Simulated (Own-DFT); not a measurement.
# What a defect does to the pressure of its cell: B20 RuSi

Everything here is calculated. The program is Own-DFT (plane waves, in-house, since retired, never reviewed by a person); positions were held fixed, and spin and spin-orbit coupling were off.

Settings: PBE; PseudoDojo norm-conserving scalar-relativistic files; cutoff 50 hartree; 5 x 4 x 5 k mesh centred on Gamma; cold (Marzari-Vanderbilt) smearing of 0.2 eV.

Caveats (not all hold for every row): not probed for a lower state with spin; forces on such cells failed a check on a denser k mesh; stress not checked against mesh or cutoff.

All runs share one cell, with vectors in Å (4.709, 0.000, 4.709); (0.000, 9.417, 0.000); (-4.709, 0.000, 4.709) and a volume of 417.6 Å³. Atoms were moved at random from their sites; u is the rms move along one axis. The defect's site can differ from row to row.

| cell | formula | u (Å) | P (GPa) |
|---|---|---|---|
| no defect | Ru16Si16 | 0.0195 | 4.56 |
| no defect | Ru16Si16 | 0.0501 | 5.85 |
| no defect | Ru16Si16 | 0.0535 | 6.99 |
| one Ru on a Si site | Ru17Si15 | 0.0267 | 8.08 |
| one Ru on a Si site | Ru17Si15 | 0.0283 | ? |
| one Ru on a Si site | Ru17Si15 | 0.0419 | 8.59 |
| one Ru on a Si site | Ru17Si15 | 0.0492 | 8.69 |
| one Si vacancy | Ru16Si15 | 0.0312 | 2.87 |
| one Si vacancy | Ru16Si15 | 0.0439 | 3.79 |
| one Si vacancy | Ru16Si15 | 0.0518 | 3.90 |
| one Si on a Ru site | Ru15Si17 | 0.0289 | 6.17 |
| one Si on a Ru site | Ru15Si17 | 0.0309 | 5.60 |
| one Si on a Ru site | Ru15Si17 | 0.0497 | 7.86 |
| one Ru vacancy | Ru15Si16 | 0.0257 | 3.22 |
| one Ru vacancy | Ru15Si16 | 0.0298 | 3.49 |
| one Ru vacancy | Ru15Si16 | 0.0493 | 4.00 |

## Fit

P = P0 + c u² + a shift for each defect gives P0 = 4.41 GPa, c = 724 ± 133 GPa/Å² and a scatter of 0.42 GPa. The shifts, and each times the cell's volume:

- one Ru on a Si site: 2.86 ± 0.35 GPa, 7.5 eV
- one Si on a Ru site: 1.11 ± 0.35 GPa, 2.9 eV
- one Ru vacancy: -1.80 ± 0.35 GPa, -4.7 eV
- one Si vacancy: -2.24 ± 0.34 GPa, -5.8 eV

A positive shift means that the defect pushes the cell outwards. Shift times volume (160.2 GPa Å³ is 1 eV) depends little on the cell's size, so, taken for each site, it can be compared between cells at like pressure. The atoms around the defects weren't relaxed, which would change these numbers.

## Prediction

The question: what pressure belongs in the blank (one Ru on a Si site, u = 0.0283 Å)?

From the fit: 7.85 ± 0.50 GPa. The hidden result is 7.78 GPa.
